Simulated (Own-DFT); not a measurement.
# Which defects push the lattice out? zincblende GaAs

No measurement is shown. These are fixed-geometry runs of a retired plane-wave code named Own-DFT, which no person has reviewed; spin and spin-orbit coupling are neglected.

All runs used: PBE; PseudoDojo norm-conserving scalar-relativistic files; cutoff 42 hartree; 3 x 3 x 3 k mesh centred on Gamma; Fermi-Dirac smearing of 0.1 eV.

Keep in mind (not all hold for every row): not probed for a lower state with spin; forces on such cells failed a check on a denser k mesh; forces not confirmed at this smearing and k mesh; forces on such cells passed a denser k mesh, each cell not checked; stress not checked against mesh or cutoff.

All runs share one cell, with vectors in Å (11.307, 0.000, 0.000); (0.000, 11.307, 0.000); (0.000, 0.000, 11.307) and a volume of 1445.4 Å³. Atoms were moved at random from their sites; u is the rms move along one axis. The defect's site can differ from row to row.

```
                    cell     formula   u (Å)  P (GPa)
               no defect    As32Ga32  0.0192     3.50
               no defect    As32Ga32  0.0449     3.85
               no defect    As32Ga32  0.0479     3.90
     one In on a Ga site  As32Ga31In  0.0294        ?
     one In on a Ga site  As32Ga31In  0.0297     4.28
     one In on a Ga site  As32Ga31In  0.0446     4.42
     one In on a Ga site  As32Ga31In  0.0468     4.53
two As on a Ga site each    As34Ga30  0.0297     4.78
two As on a Ga site each    As34Ga30  0.0305     4.84
two As on a Ga site each    As34Ga30  0.0309     4.83
        two As vacancies    As30Ga32  0.0294     3.15
        two As vacancies    As30Ga32  0.0314     3.24
        two As vacancies    As30Ga32  0.0528     3.48
     one As on a Ga site    As33Ga31  0.0293     4.28
     one As on a Ga site    As33Ga31  0.0295     4.26
     one As on a Ga site    As33Ga31  0.0493     4.57
```

## Worked fit

P = P0 + c u² + a shift for each defect gives P0 = 3.47 GPa, c = 182 ± 12 GPa/Å² and a scatter of 0.03 GPa. The shifts, and each times the cell's volume:

- two As on a Ga site each: 1.18 ± 0.03 GPa, 10.7 eV (5.3 eV for each of its 2 sites)
- one As on a Ga site: 0.65 ± 0.03 GPa, 5.9 eV
- one In on a Ga site: 0.64 ± 0.03 GPa, 5.7 eV
- two As vacancies: -0.45 ± 0.03 GPa, -4.1 eV (-2.0 eV for each of its 2 sites)

Positive is outwards. The product with the volume (160.2 GPa Å³ to the eV) is nearly free of the cell's size; divided by the bulk modulus at the cell's pressure it gives the volume that the defect adds. The atoms around the defects weren't relaxed, which would change these numbers.

## Withheld run

Question: what pressure belongs in the blank (one In on a Ga site, u = 0.0294 Å)?

The fitted form gives 4.26 ± 0.04 GPa. The calculation gave 4.30 GPa.
